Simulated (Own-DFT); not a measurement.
# Point defects and the pressure they add: C11b WSi2

Calculated, not measured: single-point runs of Own-DFT, a retired in-house plane-wave DFT program that no person has reviewed, on unrelaxed cells, without spin or spin-orbit coupling.

Settings: PBEsol; PseudoDojo norm-conserving scalar-relativistic files, made for PBE; cutoff 50 hartree; 5 x 5 x 5 k mesh centred on Gamma; cold (Marzari-Vanderbilt) smearing of 0.2 eV.

Keep in mind: forces on such cells failed a check on a denser k mesh; stress not checked against mesh or cutoff.

All runs share one cell, with vectors in Å (-2.148, -5.953, 3.409); (-6.444, 2.976, 1.136); (-2.553, -2.948, -6.757) and a volume of 403.2 Å³. u is the rms random offset of the atoms per axis. The defect's site can differ from row to row.

| cell | formula | u (Å) | P (GPa) |
|---|---|---|---|
| no defect | Si20W10 | 0.0192 | 0.21 |
| no defect | Si20W10 | 0.0202 | 0.31 |
| no defect | Si20W10 | 0.0550 | 2.53 |
| one W on a Si site | Si19W11 | 0.0299 | 5.43 |
| one W on a Si site | Si19W11 | 0.0299 | 5.40 |
| one W on a Si site | Si19W11 | 0.0478 | 6.52 |
| one W on a Si site | Si19W11 | 0.0541 | ? |
| one Si on a W site | Si21W9 | 0.0263 | 2.19 |
| one Si on a W site | Si21W9 | 0.0315 | 2.40 |
| one Si on a W site | Si21W9 | 0.0457 | 3.46 |
| one Si vacancy | Si19W10 | 0.0269 | -0.88 |
| one Si vacancy | Si19W10 | 0.0528 | 0.40 |
| one Si vacancy | Si19W10 | 0.0547 | 0.52 |

## Working it out

P = P0 + c u² + a shift for each defect gives P0 = 0.02 GPa, c = 785 ± 44 GPa/Å² and a scatter of 0.14 GPa. The shifts, and each times the cell's volume:

- one W on a Si site: 4.70 ± 0.12 GPa, 11.8 eV
- one Si on a W site: 1.68 ± 0.12 GPa, 4.2 eV
- one Si vacancy: -1.71 ± 0.12 GPa, -4.3 eV

Positive is outwards. The product with the volume (160.2 GPa Å³ to the eV) is nearly free of the cell's size; divided by the bulk modulus at the cell's pressure it gives the volume that the defect adds. The atoms around the defects weren't relaxed, which would change these numbers.

## Check

The question: what pressure belongs in the blank (one W on a Si site, u = 0.0541 Å)?

From the fit: 7.01 ± 0.18 GPa. The hidden result is 8.13 GPa. This run lies off the fit, by chance or by something that the fit leaves out.
